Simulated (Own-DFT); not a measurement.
# Computed records: Hf$_{36}$O$_{71}$ (tetragonal hafnia with one neutral oxygen vacancy, atoms displaced)

All values are calculated (Own-DFT development build). A calculation, not a measurement: plane-wave PBE and HSE06 DFT by an unreviewed code, no spin, of a simulated cell at Gamma alone, so results move with cell size and shape, stress positive in tension, energies less offsets, not probed for a lower state with spin; hafnium file: forces about 75 meV/angstrom off all-electron values; oxygen file: force components 24 meV/angstrom off all-electron in a glass; k mesh not checked against a denser one; forces and stress are PBE's, HSE06 gives the energy alone, and its difference from PBE has offsets of its own; offsets are fitted by least squares, one for each functional and potential file, so energies compare only between cells with the same atoms and settings and are not formation energies; the far tail of each file's local potential was reset to the Coulomb form; each entry is a single point on an unrelaxed cell, so the pressure reflects the starting lattice, taken from the Materials Project, from which strain is counted, and rises with the displacements; printed positions are rounded, which can move forces by about a meV/angstrom; the program is a retired in-house code; no spin-orbit coupling.

Settings shared by all entries: first functional PBE; second functional HSE06; exact exchange share 0.25; screening 0.11 1/bohr; exchange divergence Gygi-Baldereschi; potential files PseudoDojo norm-conserving, scalar-relativistic, made for PBE, standard set; wave cutoff 48 hartree; occupations fixed; k mesh 1 x 1 x 1 centred on Gamma.

(1) Hf$_{36}$O$_{71}$ (tetragonal hafnia with one neutral oxygen vacancy, atoms displaced)

```
Hf36O71
1.0
     10.7800     0.0000     0.0000
      0.0000    10.7800     0.0000
      0.0000     0.0000    10.4493
Hf O Hf O Hf O Hf O Hf O Hf O Hf O Hf O Hf O Hf O Hf O Hf O Hf O Hf O Hf O Hf O Hf O Hf O
2 4 2 4 2 4 2 4 2 4 2 4 2 4 2 4 2 3 2 4 2 4 2 4 2 4 2 4 2 4 2 4 2 4 2 4
Direct
  0.99489 0.00036 0.99738
  0.16151 0.16962 0.24964
  0.00571 0.16560 0.15785
  0.16787 0.99905 0.34929
  0.99612 0.16860 0.40553
  0.16466 0.00012 0.09964
  0.00127 0.99859 0.49960
  0.16416 0.16564 0.75492
  0.99650 0.16799 0.65092
  0.16664 0.00066 0.84775
  0.00132 0.16788 0.90260
  0.16660 0.99601 0.59466
  0.00154 0.33058 0.99902
  0.16620 0.50534 0.25536
  0.00377 0.49693 0.15761
  0.16809 0.32937 0.35090
  0.00093 0.49974 0.40582
  0.16645 0.33351 0.09738
  0.00388 0.33320 0.49607
  0.16742 0.50239 0.74756
  0.00241 0.50033 0.64436
  0.16420 0.33198 0.84099
  0.00028 0.49386 0.90194
  0.16662 0.34045 0.59889
  0.99635 0.66462 0.99420
  0.16419 0.83587 0.25101
  0.00120 0.83249 0.15099
  0.16651 0.67211 0.34645
  0.00387 0.83201 0.39920
  0.16501 0.66594 0.09545
  0.00237 0.66880 0.50142
  0.16854 0.83147 0.75318
  0.99741 0.83285 0.65383
  0.16709 0.66331 0.84947
  0.00236 0.83587 0.89839
  0.16968 0.66288 0.60078
  0.33277 0.99963 0.00278
  0.50052 0.16532 0.24896
  0.33056 0.16304 0.15341
  0.49979 0.99788 0.34590
  0.33105 0.16736 0.40799
  0.50180 0.00013 0.09616
  0.33182 0.99698 0.49994
  0.49558 0.16796 0.75322
  0.33059 0.16694 0.65288
  0.49724 0.00162 0.85061
  0.32992 0.16026 0.90322
  0.49839 0.99819 0.59424
  0.33530 0.32758 0.00204
  0.49491 0.50481 0.24838
  0.33626 0.50129 0.15635
  0.33494 0.49999 0.40246
  0.49432 0.33308 0.09736
  0.33122 0.33391 0.49976
  0.49994 0.49909 0.74802
  0.33281 0.49580 0.65318
  0.50158 0.33612 0.84880
  0.33237 0.50279 0.89751
  0.49904 0.32967 0.60082
  0.33673 0.66503 0.99977
  0.50218 0.83568 0.25099
  0.33494 0.83086 0.15070
  0.50083 0.66410 0.33957
  0.33661 0.83378 0.40114
  0.50754 0.67078 0.09852
  0.33275 0.66797 0.49849
  0.50146 0.83469 0.75362
  0.33288 0.83769 0.64993
  0.50221 0.66511 0.84249
  0.33129 0.82978 0.90110
  0.50079 0.66394 0.59570
  0.66368 0.00006 0.99447
  0.83573 0.16472 0.25032
  0.66440 0.16596 0.15067
  0.82985 0.99557 0.34745
  0.66745 0.16584 0.40029
  0.83399 0.99935 0.10286
  0.66758 0.00045 0.49838
  0.83484 0.16949 0.75488
  0.66965 0.16699 0.64909
  0.83622 0.99778 0.84998
  0.66717 0.16923 0.90162
  0.82955 0.00147 0.59427
  0.66723 0.33299 0.00189
  0.83536 0.49927 0.25410
  0.66491 0.49876 0.15149
  0.82912 0.33244 0.34400
  0.66076 0.50351 0.40035
  0.83208 0.33545 0.09782
  0.66650 0.33843 0.49864
  0.83023 0.50094 0.74951
  0.66741 0.49944 0.65301
  0.82907 0.32929 0.84963
  0.67041 0.50486 0.90667
  0.83174 0.33518 0.59276
  0.66624 0.66509 0.99826
  0.83634 0.82846 0.24719
  0.66625 0.83435 0.15187
  0.83644 0.66615 0.35137
  0.66324 0.83461 0.40300
  0.83362 0.66557 0.10153
  0.66436 0.66638 0.50108
  0.83145 0.83580 0.75087
  0.66759 0.83443 0.64726
  0.83270 0.66650 0.84565
  0.66005 0.83268 0.90997
  0.83600 0.66417 0.59695
```

| Property | Result |
| --- | --- |
| PBE energy of cell above offsets | -100.854 eV |
| HSE06 less PBE above offsets | -0.146 eV |
| PBE pressure | 0.96 GPa |
| PBE stress xx | 0.62 GPa |
| PBE stress yy | -1.88 GPa |
| PBE stress zz | -1.62 GPa |
| PBE stress yz | -0.81 GPa |
| PBE stress xz | -0.29 GPa |
| PBE stress xy | -0.03 GPa |

Force:
| element | x (eV/Å) | y (eV/Å) | z (eV/Å) |
| --- | --- | --- | --- |
| Hf | 0.792 | -0.655 | 0.845 |
| Hf | 2.03 | -0.78 | 0.753 |
| O | -1.934 | 0.211 | -1.122 |
| O | -0.297 | 0.528 | -0.145 |
| O | 0.045 | -0.907 | -0.712 |
| O | -0.115 | -0.191 | -0.556 |
| Hf | -0.56 | 0.123 | 0.168 |
| Hf | 0.2 | 0.139 | -1.379 |
| O | 0.703 | -0.198 | 0.526 |
| O | -0.076 | -0.484 | 0.049 |
| O | -0.242 | -0.475 | 0.061 |
| O | -0.56 | 0.092 | 0.476 |
| Hf | -0.066 | 0.862 | 0.609 |
| Hf | 0.244 | -0.559 | -0.701 |
| O | -0.578 | 0.11 | -0.194 |
| O | -0.356 | 1.15 | -0.221 |
| O | 0.242 | 0.375 | -0.886 |
| O | 0.364 | -0.169 | -0.175 |
| Hf | -0.327 | 0.374 | 1.471 |
| Hf | -0.185 | -0.839 | -0.268 |
| O | -0.741 | 0.247 | 1.366 |
| O | 0.17 | 0.107 | 0.916 |
| O | -0.386 | 0.743 | -0.011 |
| O | -0.28 | -0.523 | -0.481 |
| Hf | 0.859 | 0.132 | 0.767 |
| Hf | 0.604 | 0.42 | -0.958 |
| O | -0.265 | -0.019 | -0.295 |
| O | 0.215 | -0.884 | 0.616 |
| O | -0.134 | 0.39 | 0.298 |
| O | 0.097 | -0.273 | -0.115 |
| Hf | -0.592 | -0.51 | 0.328 |
| Hf | -0.104 | 0.245 | -0.245 |
| O | 0.324 | -0.039 | -0.175 |
| O | -0.476 | 0.731 | -0.16 |
| O | -0.226 | -0.665 | 0.472 |
| O | -0.006 | 0.492 | -0.324 |
| Hf | -0.384 | -0.915 | 0.609 |
| Hf | -0.01 | 0.436 | 0.738 |
| O | 0.279 | 0.153 | -0.137 |
| O | -0.169 | 0.911 | -0.081 |
| O | 0.606 | -0.143 | -0.439 |
| O | -0.388 | 0.025 | -0.122 |
| Hf | 0.409 | 0.588 | -0.023 |
| Hf | 0.767 | 0.242 | -1.553 |
| O | -0.083 | -0.043 | 0.722 |
| O | 0.356 | -0.332 | -0.229 |
| O | 0.346 | 1.305 | -0.072 |
| O | 0.284 | 0.136 | 0.617 |
| Hf | -0.733 | 0.795 | -0.469 |
| Hf | 1.626 | -1.512 | 0.328 |
| O | -1.422 | 0.271 | -0.821 |
| O | -0.096 | 0.298 | -0.008 |
| O | 0.817 | -0.335 | 0.193 |
| Hf | 0.329 | -0.492 | 0.395 |
| Hf | -0.724 | -0.134 | -0.149 |
| O | 0.61 | 0.367 | -0.221 |
| O | -0.213 | -0.52 | 0.25 |
| O | 0.235 | -0.882 | 0.896 |
| O | 0.219 | 0.347 | -0.772 |
| Hf | -0.474 | 0.09 | 0.567 |
| Hf | 0.091 | -0.422 | -0.46 |
| O | -0.312 | 0.172 | 0.237 |
| O | -0.287 | 1.185 | 1.166 |
| O | -0.166 | -0.58 | 0.043 |
| O | -1.354 | -0.398 | -0.753 |
| Hf | 0.435 | 0.116 | 0.117 |
| Hf | -0.376 | 0.163 | -1.038 |
| O | 0.302 | -0.539 | 0.597 |
| O | -0.003 | 0.314 | 0.394 |
| O | 0.165 | 0.395 | -0.136 |
| O | -0.587 | 0.08 | -0.042 |
| Hf | 0.246 | 0.459 | 1.648 |
| Hf | -1.134 | -0.418 | 0.316 |
| O | 0.482 | 0.264 | -0.019 |
| O | 0.485 | 0.353 | -0.208 |
| O | -0.437 | 0.668 | -0.147 |
| O | -0.054 | 0.386 | -0.971 |
| Hf | -0.406 | 0.395 | -0.001 |
| Hf | -0.937 | -0.423 | -1.778 |
| O | -0.608 | -0.072 | 1.085 |
| O | -0.318 | 0.457 | 0.137 |
| O | -0.161 | -0.696 | -0.029 |
| O | 1.176 | -0.45 | 0.539 |
| Hf | -0.171 | 0.505 | 0.457 |
| Hf | -0.653 | 0.106 | -0.809 |
| O | 0.283 | -0.174 | 0.316 |
| O | 0.244 | 0.262 | 0.224 |
| O | 0.205 | -0.459 | 0.361 |
| O | 0.765 | -0.412 | -0.228 |
| Hf | -0.282 | -1.236 | -0.056 |
| Hf | 1.093 | -0.554 | -0.702 |
| O | -0.233 | 0.056 | -0.059 |
| O | 0.138 | 1.152 | -0.078 |
| O | 0.046 | -1.406 | -0.934 |
| O | 0.614 | 0.254 | 0.359 |
| Hf | 0.253 | 0.143 | 1.441 |
| Hf | -0.832 | 0.469 | 0.179 |
| O | 0.759 | 0.159 | 0.316 |
| O | -0.055 | -0.06 | -0.177 |
| O | -0.03 | -0.959 | -0.091 |
| O | 0.247 | -0.006 | -0.617 |
| Hf | 0.714 | 0.672 | -0.479 |
| Hf | 0.394 | -0.363 | -1.077 |
| O | -0.251 | -0.288 | 1.314 |
| O | 0.291 | 0.486 | 0.301 |
| O | 0.295 | 0.259 | -1.621 |
| O | -0.655 | 0.02 | 0.143 |

(2) Hf$_{36}$O$_{71}$ (tetragonal hafnia with one neutral oxygen vacancy, atoms displaced)

```
Hf36O71
1.0
     10.7800     0.0000     0.0000
      0.0000    10.7800     0.0000
      0.0000     0.0000    10.4493
Hf O Hf O Hf O Hf O Hf O Hf O Hf O Hf O Hf O Hf O Hf O Hf O Hf O Hf O Hf O Hf O Hf O Hf O
2 4 2 4 2 3 2 4 2 4 2 4 2 4 2 4 2 4 2 4 2 4 2 4 2 4 2 4 2 4 2 4 2 4 2 4
Direct
  0.99989 0.99565 0.00337
  0.16145 0.16531 0.24725
  0.00358 0.16779 0.14844
  0.16981 0.00321 0.35037
  0.99516 0.16823 0.40230
  0.16729 0.99962 0.09248
  0.00072 0.00229 0.50244
  0.16647 0.16608 0.75125
  0.00076 0.16792 0.64966
  0.16289 0.00130 0.84727
  0.99871 0.16656 0.89999
  0.16245 0.00412 0.59991
  0.99475 0.33249 0.99728
  0.16939 0.50198 0.25169
  0.16658 0.33658 0.35106
  0.00199 0.49983 0.40075
  0.16712 0.33207 0.10086
  0.00255 0.33501 0.50574
  0.16386 0.49784 0.74934
  0.00020 0.50026 0.65531
  0.16972 0.33529 0.84522
  0.00366 0.50180 0.90196
  0.16521 0.33614 0.60045
  0.00112 0.66899 0.99889
  0.16845 0.83353 0.24939
  0.00309 0.83365 0.15023
  0.16186 0.66807 0.34518
  0.00314 0.83092 0.40063
  0.17188 0.66585 0.09501
  0.99958 0.66336 0.50382
  0.17020 0.83211 0.74956
  0.00258 0.82804 0.65188
  0.16625 0.66854 0.85089
  0.99430 0.83954 0.90414
  0.17019 0.66126 0.60075
  0.33367 0.99644 0.00068
  0.50833 0.16668 0.24593
  0.33855 0.16654 0.15076
  0.49618 0.00234 0.34462
  0.33427 0.16577 0.40305
  0.49951 0.00089 0.10304
  0.33233 0.00007 0.50137
  0.50013 0.16883 0.75155
  0.32902 0.16929 0.65321
  0.49859 0.00104 0.84816
  0.32728 0.16702 0.90491
  0.50162 0.99439 0.59534
  0.33603 0.33025 0.99900
  0.50039 0.50077 0.24897
  0.33348 0.49859 0.15850
  0.50530 0.33435 0.34934
  0.32612 0.50115 0.40404
  0.49937 0.33419 0.09860
  0.33807 0.33387 0.49567
  0.49790 0.50037 0.75030
  0.33221 0.49981 0.65657
  0.49769 0.33480 0.84324
  0.33500 0.49759 0.90043
  0.50250 0.33244 0.59743
  0.33523 0.66634 0.00220
  0.50452 0.83485 0.25368
  0.33391 0.83092 0.15428
  0.50006 0.66448 0.34520
  0.33500 0.83583 0.40442
  0.50064 0.67147 0.10073
  0.32981 0.66659 0.49944
  0.49993 0.83005 0.74976
  0.33087 0.83694 0.65236
  0.50323 0.66878 0.84716
  0.33371 0.82840 0.89692
  0.49724 0.67079 0.59644
  0.66801 0.99878 0.00147
  0.83388 0.16383 0.25033
  0.66622 0.16414 0.15705
  0.82757 0.99961 0.34337
  0.66868 0.16593 0.40408
  0.83215 0.00070 0.09534
  0.66658 0.00276 0.49632
  0.83418 0.16371 0.75524
  0.66520 0.17011 0.65109
  0.83324 0.99693 0.84924
  0.66595 0.16781 0.90640
  0.82519 0.99677 0.59502
  0.67314 0.33276 0.99821
  0.83597 0.49846 0.24719
  0.66732 0.50109 0.15257
  0.83392 0.33262 0.34617
  0.66766 0.49985 0.40213
  0.83318 0.33362 0.09593
  0.66813 0.33469 0.49839
  0.83239 0.50264 0.75100
  0.67035 0.49984 0.65140
  0.83454 0.33141 0.84514
  0.66574 0.49951 0.90018
  0.83173 0.33320 0.59540
  0.66817 0.66655 0.99931
  0.83193 0.83319 0.25498
  0.66369 0.83295 0.15298
  0.83223 0.66378 0.34839
  0.66570 0.83736 0.39952
  0.83138 0.67011 0.09613
  0.66747 0.67234 0.50080
  0.83063 0.83245 0.75202
  0.66034 0.83335 0.65666
  0.83308 0.67277 0.85042
  0.66194 0.83057 0.90617
  0.83383 0.66662 0.59543
```

| Quantity | Value |
| --- | --- |
| PBE energy of cell above offsets | -101.062 eV |
| HSE06 less PBE above offsets | -0.155 eV |
| PBE pressure | 0.96 GPa |
| PBE stress xx | -0.74 GPa |
| PBE stress yy | -0.49 GPa |
| PBE stress zz | -1.64 GPa |
| PBE stress yz | 0.22 GPa |
| PBE stress xz | -0.16 GPa |
| PBE stress xy | 0.02 GPa |

Force:
| element | x (eV/Å) | y (eV/Å) | z (eV/Å) |
| --- | --- | --- | --- |
| Hf | 0.286 | 0.795 | -0.601 |
| Hf | 1.946 | 1.245 | 0.471 |
| O | -1.362 | -0.263 | 0.163 |
| O | -0.548 | -0.552 | -0.431 |
| O | 0.158 | -0.518 | -0.176 |
| O | 0.122 | -0.021 | 0.863 |
| Hf | -0.045 | -0.337 | -0.177 |
| Hf | 0.07 | 0.263 | 0.06 |
| O | -0.863 | -0.247 | 0.343 |
| O | 0.329 | -0.708 | 0.007 |
| O | -0.343 | -0.219 | 0.182 |
| O | 0.326 | -0.269 | -0.244 |
| Hf | 1.966 | 0.139 | 0.171 |
| Hf | -0.848 | -0.763 | -0.221 |
| O | -0.1 | -0.925 | -0.421 |
| O | -0.309 | 0.071 | 0.138 |
| O | -0.526 | 0.441 | -0.66 |
| Hf | -0.177 | -0.236 | -0.841 |
| Hf | 1.099 | 0.313 | 0.564 |
| O | -0.858 | 0.154 | -0.495 |
| O | -0.443 | -0.469 | 0.408 |
| O | -0.638 | -0.231 | 0.658 |
| O | 0.472 | 0.113 | -0.274 |
| Hf | 0.416 | 0.082 | 0.28 |
| Hf | -0.103 | 0.129 | 0.383 |
| O | -0.541 | 0.166 | 0.289 |
| O | 0.509 | 0.181 | 0.298 |
| O | -0.563 | 0.689 | 0.455 |
| O | -1.124 | -0.263 | 0.432 |
| Hf | 0.628 | 0.578 | -0.76 |
| Hf | -0.383 | 0.209 | 0.452 |
| O | -0.639 | 0.191 | 0.276 |
| O | -0.375 | -0.111 | -0.371 |
| O | 0.163 | -1.159 | -0.341 |
| O | -0.717 | 0.257 | -0.338 |
| Hf | 0.532 | 0.444 | -0.175 |
| Hf | -2.589 | 0.154 | 1.016 |
| O | -0.867 | -0.081 | 0.33 |
| O | 0.465 | -0.096 | 0.421 |
| O | 0.005 | 0.527 | 0.325 |
| O | 0.431 | -0.216 | -0.919 |
| Hf | 0.226 | 0.563 | -0.106 |
| Hf | -0.32 | -0.327 | -0.813 |
| O | 1.045 | -0.218 | 0.119 |
| O | 0.036 | 0.022 | 0.061 |
| O | 0.357 | -0.586 | -0.276 |
| O | -0.326 | 0.498 | -0.05 |
| Hf | -0.751 | 0.233 | 0.518 |
| Hf | 0.56 | -0.265 | 0.121 |
| O | 0.294 | 0.227 | -0.578 |
| O | -0.462 | 0.016 | -0.19 |
| O | 0.428 | 0.155 | -0.009 |
| O | 1.1 | -0.047 | -0.517 |
| Hf | -0.659 | -0.693 | 0.495 |
| Hf | 0.003 | 0.16 | -0.274 |
| O | 0.491 | -0.007 | -0.51 |
| O | 0.168 | -0.483 | 0.593 |
| O | 0.242 | 0.701 | 0.704 |
| O | -0.399 | 0.235 | -0.062 |
| Hf | 0.303 | -0.358 | -0.524 |
| Hf | -1.052 | -0.152 | -0.387 |
| O | 0.074 | 0.327 | -0.243 |
| O | 0.057 | 0.46 | 0.524 |
| O | -0.262 | -0.677 | -0.092 |
| O | 0.124 | -0.492 | -0.539 |
| Hf | 0.595 | 0.182 | 0.002 |
| Hf | -0.911 | 0.8 | 0.138 |
| O | 0.076 | -0.045 | -0.216 |
| O | -0.058 | -0.96 | 0.092 |
| O | -0.07 | 0.699 | 0.761 |
| O | 0.194 | -0.215 | -0.087 |
| Hf | -1.025 | -0.488 | -0.035 |
| Hf | 0.545 | 0.749 | 0.402 |
| O | 1.543 | 0.203 | -1.133 |
| O | 0.42 | -0.054 | 0.321 |
| O | 0.052 | 0.26 | -0.549 |
| O | 0.153 | 0.081 | 0.532 |
| Hf | -1.028 | 0.294 | 0.631 |
| Hf | -0.038 | 0.045 | -1.305 |
| O | 0.3 | -0.36 | 0.836 |
| O | -0.567 | 0.454 | -0.194 |
| O | 0.206 | -0.287 | -0.256 |
| O | 1.61 | -0.011 | 0.389 |
| Hf | -1.694 | 0.852 | 0.23 |
| Hf | 0.075 | 0.132 | 0.511 |
| O | 0.229 | -0.139 | -0.249 |
| O | -0.168 | 0.076 | -0.621 |
| O | -0.057 | 0.709 | 0.365 |
| O | 0.208 | 0.154 | 0.296 |
| Hf | -0.152 | 0.225 | 0.118 |
| Hf | -0.375 | -0.193 | -0.293 |
| O | -0.544 | 0.367 | 0.276 |
| O | -0.104 | 0.613 | 0.472 |
| O | 0.499 | -0.191 | 0.175 |
| O | 0.683 | 0.183 | 0.379 |
| Hf | -0.825 | -0.247 | 0.534 |
| Hf | 0.448 | -0.895 | -0.857 |
| O | 1.172 | 0.281 | 0.071 |
| O | -0.062 | 0.578 | -0.138 |
| O | 0.125 | -0.702 | 0.177 |
| O | 0.744 | -0.354 | 0.227 |
| Hf | -0.611 | -1.299 | -0.36 |
| Hf | 0.497 | 0.501 | -0.686 |
| O | 1.658 | -0.591 | -0.492 |
| O | 0.007 | -1.232 | -0.288 |
| O | 0.357 | 0.925 | -0.283 |
| O | -0.343 | 0.152 | 0.607 |

(3) Hf$_{36}$O$_{71}$ (tetragonal hafnia with one neutral oxygen vacancy, atoms displaced)

```
Hf36O71
1.0
     10.7800     0.0000     0.0000
      0.0000    10.7800     0.0000
      0.0000     0.0000    10.4493
Hf O Hf O Hf O Hf O Hf O Hf O Hf O Hf O Hf O Hf O Hf O Hf O Hf O Hf O Hf O Hf O Hf O Hf O
2 4 2 4 2 4 2 4 2 4 2 4 2 4 2 4 2 4 2 4 2 4 2 4 2 4 2 4 2 3 2 4 2 4 2 4
Direct
  0.00519 0.00136 0.00086
  0.17217 0.17107 0.23832
  0.01380 0.16059 0.13984
  0.17118 0.00774 0.33831
  0.99795 0.16456 0.40299
  0.16468 0.99877 0.09602
  0.00778 0.99676 0.50779
  0.16475 0.16571 0.75029
  0.99900 0.15939 0.64911
  0.16737 0.00369 0.85060
  0.98995 0.17380 0.89037
  0.15036 0.99961 0.59870
  0.99647 0.35911 0.99036
  0.16563 0.49797 0.25300
  0.99888 0.50155 0.15631
  0.16963 0.32919 0.35494
  0.00477 0.49976 0.40350
  0.16164 0.32814 0.11463
  0.99832 0.32545 0.48798
  0.16032 0.49140 0.74109
  0.00875 0.50133 0.65384
  0.17536 0.32539 0.85477
  0.99781 0.50786 0.89535
  0.17481 0.34968 0.59207
  0.01147 0.67076 0.99359
  0.15958 0.83006 0.25663
  0.99312 0.85396 0.14885
  0.16528 0.66235 0.35217
  0.99475 0.81767 0.41162
  0.15573 0.65987 0.10513
  0.99075 0.66184 0.49065
  0.16443 0.82547 0.75896
  0.99743 0.83277 0.65617
  0.15915 0.67006 0.87496
  0.00147 0.83956 0.90400
  0.18140 0.65554 0.58516
  0.33459 0.99241 0.01668
  0.49069 0.17275 0.24738
  0.33880 0.16335 0.15546
  0.47657 0.00918 0.35706
  0.33316 0.15584 0.42511
  0.49424 0.98804 0.09209
  0.34493 0.99831 0.50782
  0.49402 0.17868 0.73598
  0.33000 0.16531 0.66271
  0.49828 0.98728 0.84715
  0.33045 0.17472 0.88559
  0.50005 0.99735 0.60932
  0.34078 0.34986 0.00768
  0.49023 0.50969 0.24538
  0.31510 0.49364 0.15074
  0.50224 0.33547 0.34717
  0.32980 0.48680 0.40728
  0.49337 0.33350 0.09390
  0.33781 0.32404 0.49008
  0.49187 0.50566 0.75336
  0.33745 0.50289 0.67197
  0.48761 0.33780 0.85605
  0.32344 0.49065 0.90548
  0.50398 0.32646 0.59929
  0.32755 0.67865 0.00721
  0.49723 0.83880 0.24458
  0.33674 0.84044 0.14832
  0.51352 0.66468 0.35153
  0.33753 0.83969 0.40943
  0.50981 0.66389 0.09310
  0.33776 0.66214 0.48442
  0.50548 0.84320 0.75093
  0.33834 0.83158 0.65555
  0.50476 0.65365 0.84586
  0.33199 0.82530 0.89172
  0.48882 0.65365 0.59447
  0.65445 0.00482 0.99984
  0.83647 0.16371 0.23813
  0.65483 0.17040 0.14699
  0.83307 0.99154 0.35608
  0.66575 0.16962 0.39709
  0.83706 0.00390 0.10661
  0.67178 0.00618 0.50773
  0.83522 0.17545 0.75676
  0.67055 0.16786 0.65343
  0.83517 0.01022 0.85520
  0.65677 0.16522 0.91370
  0.84165 0.01245 0.59124
  0.65078 0.33581 0.99537
  0.84833 0.51199 0.25814
  0.68603 0.50609 0.15778
  0.82821 0.33269 0.35571
  0.67566 0.50892 0.41619
  0.67145 0.32128 0.50351
  0.83855 0.50894 0.75156
  0.67680 0.49691 0.65802
  0.83857 0.34813 0.84552
  0.67177 0.50954 0.89771
  0.84227 0.33929 0.60537
  0.65474 0.67455 0.99213
  0.83688 0.83290 0.24177
  0.66201 0.82563 0.15766
  0.82896 0.66799 0.35978
  0.66380 0.83409 0.39150
  0.84390 0.65414 0.10137
  0.66059 0.66327 0.49864
  0.83531 0.82886 0.74592
  0.67388 0.84239 0.65504
  0.83724 0.67706 0.85590
  0.65897 0.83558 0.90746
  0.81565 0.66010 0.59988
```

| Property | Result |
| --- | --- |
| PBE energy of cell above offsets | -85.660 eV |
| HSE06 less PBE above offsets | 0.600 eV |
| PBE pressure | 6.2 GPa |
| PBE stress xx | -7.5 GPa |
| PBE stress yy | -5.24 GPa |
| PBE stress zz | -5.87 GPa |
| PBE stress yz | 0.23 GPa |
| PBE stress xz | -1.38 GPa |
| PBE stress xy | -0.07 GPa |

Force:
| element | x (eV/Å) | y (eV/Å) | z (eV/Å) |
| --- | --- | --- | --- |
| Hf | -1.828 | 2.405 | -1.234 |
| Hf | -2.468 | 0.139 | 1.163 |
| O | -2.126 | 0.01 | 1.146 |
| O | -0.612 | -2.451 | 0.348 |
| O | -0.026 | -0.505 | -1.223 |
| O | 2.067 | -0.627 | 0.58 |
| Hf | -3.757 | 0.813 | -2.93 |
| Hf | -0.495 | 0.121 | 1.559 |
| O | 0.253 | 1.329 | -0.128 |
| O | -0.113 | -1.472 | -0.21 |
| O | 0.646 | 0.538 | 1.236 |
| O | 5.714 | -0.403 | 1.821 |
| Hf | 0.041 | -5.159 | 1.741 |
| Hf | -1.985 | -1.662 | 1.078 |
| O | 1.769 | -1.282 | -1.373 |
| O | 0.164 | -0.326 | -0.673 |
| O | -0.278 | -0.669 | -1.023 |
| O | 0.522 | 1.16 | -1.617 |
| Hf | -0.089 | -0.02 | 1.897 |
| Hf | 3.557 | -0.708 | 1.057 |
| O | -2.779 | 1.03 | -1.131 |
| O | -2.034 | 1.894 | -0.796 |
| O | 0.679 | 1.247 | -0.471 |
| O | -0.764 | -0.825 | 0.49 |
| Hf | -4.34 | 0.821 | 0.736 |
| Hf | -0.518 | 1.889 | 0.385 |
| O | 2.722 | -1.446 | 0.699 |
| O | 0.639 | 0.989 | -1.271 |
| O | 1.484 | 3.316 | -2.454 |
| O | 2.678 | 1.456 | 1.575 |
| Hf | 0.203 | -1.35 | 3.679 |
| Hf | 0.923 | 1.595 | -1.007 |
| O | 0.733 | -1.017 | -0.249 |
| O | 1.702 | -0.306 | -2.818 |
| O | 0.43 | -0.746 | -0.399 |
| O | -2.021 | 0.659 | 1.528 |
| Hf | -2.853 | 2.236 | -5.214 |
| Hf | 3.469 | -0.204 | 2.413 |
| O | -0.95 | -0.627 | -1.438 |
| O | 1.778 | -0.819 | -2.085 |
| O | -0.285 | 2.664 | -2.537 |
| O | 1.711 | 0.231 | 2.398 |
| Hf | -1.975 | -1.732 | 1.129 |
| Hf | -0.344 | -0.331 | 3.11 |
| O | -0.127 | -0.374 | -2.649 |
| O | -0.005 | 3.607 | 1.845 |
| O | 1.227 | -1.516 | 3.163 |
| O | 1.268 | 0.659 | -0.426 |
| Hf | -4.724 | -3.998 | -2.942 |
| Hf | 3.038 | -1.269 | 0.764 |
| O | 3.764 | 1.412 | 0.154 |
| O | -0.645 | 0.413 | -0.69 |
| O | 0.72 | 2.53 | -2.002 |
| O | 1.933 | 0.904 | 2.74 |
| Hf | -0.727 | 0.359 | 2.79 |
| Hf | 3.057 | -2.129 | -1.282 |
| O | -2.155 | -0.588 | -1.837 |
| O | 1.713 | -0.07 | -0.57 |
| O | 0.312 | 4.58 | 0.295 |
| O | -0.783 | -0.361 | -0.147 |
| Hf | -0.373 | -1.919 | -1.833 |
| Hf | 2.703 | 0.479 | 3.302 |
| O | -2.108 | -1.982 | 0.033 |
| O | -2.536 | 0.018 | -2.143 |
| O | -0.517 | -2.21 | -1.808 |
| O | -5.003 | -0.593 | 2.149 |
| Hf | -0.406 | 0.626 | 2.689 |
| Hf | -0.652 | -2.739 | -1.312 |
| O | -1.17 | 0.608 | 0.219 |
| O | -0.5 | 4.212 | 1.836 |
| O | -0.007 | 0.396 | 2.066 |
| O | 1.655 | 0.489 | -0.104 |
| Hf | 3.045 | -0.369 | -0.46 |
| Hf | 0.374 | -0.338 | 0.691 |
| O | 0.396 | -0.301 | 0.751 |
| O | -0.121 | 0.577 | -1.47 |
| O | -0.253 | -1.67 | 0.297 |
| O | -1.954 | 0.291 | -0.575 |
| Hf | 1.557 | -1.349 | -1.479 |
| Hf | 2.093 | -0.562 | -0.125 |
| O | -0.532 | -0.043 | -0.464 |
| O | -0.895 | -1.679 | -0.821 |
| O | -0.076 | 1.322 | -1.874 |
| O | -1.778 | -0.647 | 1.158 |
| Hf | 2.772 | 1.219 | -0.078 |
| Hf | -3.534 | -1.25 | -0.3 |
| O | -3.275 | -1.34 | 0.116 |
| O | 0.942 | -0.088 | -1.245 |
| O | -0.643 | -3.278 | -1.158 |
| Hf | 1.633 | 3.037 | 0.191 |
| Hf | -1.889 | 0.307 | -1.038 |
| O | -2.239 | -0.442 | 0.26 |
| O | -0.357 | -1.455 | 1.221 |
| O | -0.17 | -1.422 | 1.339 |
| O | -0.361 | -0.765 | -0.91 |
| Hf | 4.682 | -2.192 | -0.103 |
| Hf | -2.467 | 0.432 | 1.807 |
| O | 0.543 | 0.523 | -1.139 |
| O | 1.172 | 0.761 | -0.807 |
| O | -1.003 | 1.076 | 1.64 |
| O | -0.114 | 1.885 | -0.01 |
| Hf | -0.544 | 1.162 | 0.663 |
| Hf | 0.007 | 1.429 | 1.354 |
| O | -1.06 | 0.22 | -0.536 |
| O | 0.13 | -0.149 | -0.792 |
| O | 0.119 | 0.68 | -0.75 |
| O | 3.598 | 1.028 | 0.862 |
